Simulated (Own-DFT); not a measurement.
# Energy and forces against displacement in rutile TiO2, 72 atoms (O48Ti24)

These are calculations, not measurements. They come from Own-DFT, an in-house plane-wave density functional program, since retired, whose code no person has reviewed. Each row is one single-point run on a periodic cell that was not relaxed, without spin or spin-orbit coupling.

Settings of every run: PBE; PseudoDojo norm-conserving scalar-relativistic files; cutoff 72 hartree; 3 x 3 x 3 k mesh centred on Gamma; Fermi-Dirac smearing of 0.1 eV.

Known limits: oxygen file: force components 24 meV/angstrom off all-electron in a glass; forces on such cells passed a denser k mesh, each cell not checked; stress not checked against mesh or cutoff.

Cell vectors in Å: (9.187, 0.000, 0.000); (0.000, 9.187, 0.000); (0.000, 0.000, 8.876). In each run every atom was moved at random and independently from its ideal site; u is the rms move along one axis. E is the free energy for each atom above the fitted value at u = 0, and F the rms of the force components.

```
run,u (Å),E (meV/atom),F (eV/Å),largest force (eV/Å),P (GPa)
1,0.0195,9.0,0.397,1.58,5.03
2,0.0220,10.1,0.408,1.72,4.88
3,0.0472,?,?,?,?
4,0.0514,57.6,1.063,4.79,6.40
5,0.0768,142.7,1.937,9.68,10.08
6,0.0838,158.2,1.838,8.12,11.15
7,0.1070,236.7,2.477,13.55,15.62
```

## Worked fit

For small independent moves the energy grows as E = (3/2) K u², with K the mean stiffness felt by one atom. The runs with u up to 0.11 Å give K = 14.8 ± 0.5 eV/Å², with residuals divided by u² + 0.0006 Å², since the noise grows with the moves. The scatter is 3.9 meV/atom at u = 0.05 Å. The forces follow F = G u with G = 21.8 eV/Å²; no force at u = 0 is resolved. G exceeds K because the moves of its neighbours add to the force on an atom, and stiffness differs between atoms. The pressure follows P = 4.33 + 976 u² GPa: at fixed volume, shortened bonds push harder than stretched ones pull.

## Withheld run

Question: what energy and rms force should run 3 give?

The fit gives 50 ± 4 meV/atom and about 1.03 eV/Å. The calculation gave 52.1 meV/atom and 1.007 eV/Å.
